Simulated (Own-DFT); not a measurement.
# Bulk modulus against bond length in tetrahedral crystals

Calculated, not measured: single-point runs of Own-DFT, a retired in-house plane-wave DFT program that no person has reviewed, on unrelaxed cells, without spin or spin-orbit coupling.

Known weak points (not all hold for every row): forces on such cells moved up to 12 meV/angstrom on a denser k mesh; forces not confirmed at this smearing and k mesh; k mesh not checked against a denser one; forces on such cells passed a denser k mesh, each cell not checked; stress not checked against mesh or cutoff.

All runs are PBE with PseudoDojo norm-conserving files; cutoff and k mesh are each material's own. Every cell starts from measured lattice constants and was given uniform random strains and small random moves of its atoms. Each triple is the change of volume in per cent, the rms move u in Å and the pressure in GPa.

- 3C SiC (C48Si48), 10.36 Å³/atom unstrained: (-3.15, 0.050, 13.43); (-0.69, 0.048, 7.00); (0.55, 0.050, 4.60); (0.74, 0.049, 3.70); (1.98, 0.052, 2.10); (2.09, 0.049, 0.79); (2.34, 0.048, 0.76)
- wurtzite AlN (Al64N64), 10.45 Å³/atom unstrained: (-1.91, 0.049, 10.16); (-1.37, 0.050, 9.28); (0.41, 0.054, 5.47); (1.60, 0.047, 2.43); (1.66, 0.050, 2.75); (2.31, 0.051, 1.10); (3.71, 0.049, -1.49)
- wurtzite GaN (Ga36N36), 11.42 Å³/atom unstrained: (-1.80, 0.049, 10.81); (-1.25, 0.048, 9.47); (-0.50, 0.050, 7.88); (0.21, 0.049, 6.56); (0.86, 0.048, 5.88); (1.40, 0.048, 4.27); (2.73, 0.050, 2.16)
- diamond silicon (Si64), 20.02 Å³/atom unstrained: (-2.76, 0.049, 5.39); (-2.42, 0.052, 5.22); (-0.78, 0.050, 3.30); (-0.76, 0.052, 3.33); (-0.62, 0.047, 3.06); (3.00, 0.049, -0.15); (3.43, 0.049, -0.18)
- zincblende GaAs (As32Ga32), 22.58 Å³/atom unstrained: withheld
- grey tin (Sn64), 34.15 Å³/atom unstrained: (-2.59, 0.047, 5.09); (-1.39, 0.047, 4.46); (0.10, 0.052, 3.67); (0.24, 0.054, 3.65); (0.41, 0.047, 3.54); (0.51, 0.045, 3.43); (1.34, 0.050, 3.13)

## Analysis

Fit a line to each set against the fractional change of volume; B is minus its slope, and u is nearly the same within a set. To take it to zero pressure, assume that B rises by 4 GPa for each GPa: B0 = B - 4 x (mean pressure). The bond length of an ideal tetrahedral crystal with the unstrained volume v is d = (√3/4)(8 v)^(1/3). Cohen's empirical rule reads B0 = (1971 - 220 L) d^(-3.5) GPa, with L = 0 for group IV crystals and SiC and 1 for III-V compounds.

```
material,L,d (Å),B (GPa),mean P (GPa),B0 (GPa),rule (GPa)
3C SiC (C48Si48),0,1.888,228 ± 10,4.6,209 ± 10,213
wurtzite AlN (Al64N64),1,1.893,213 ± 5,4.2,196 ± 5,188
wurtzite GaN (Ga36N36),1,1.950,188 ± 7,6.7,162 ± 7,169
diamond silicon (Si64),0,2.352,92 ± 4,2.9,81 ± 4,99
zincblende GaAs (As32Ga32),1,2.448,?,?,?,76
grey tin (Sn64),0,2.810,51 ± 1,3.9,36 ± 1,53
```

A line through ln[B0/(1971 - 220 L)] against ln d has a slope of -4.5 ± 0.1 and a scatter of 3 %. Against the rule, B0 stands at 98 % for 3C SiC, 104 % for wurtzite AlN, 96 % for wurtzite GaN, 82 % for diamond silicon, 67 % for grey tin. PBE tends to make silicon and heavier crystals too soft, and the rule itself is only a guide.

## Check

Q: what B0 does the fitted trend give for zincblende GaAs (As32Ga32)?

From the line: 59 GPa. Its own runs give B = 81 ± 3 GPa at a mean pressure of 3.7 GPa, so B0 = 66 GPa.
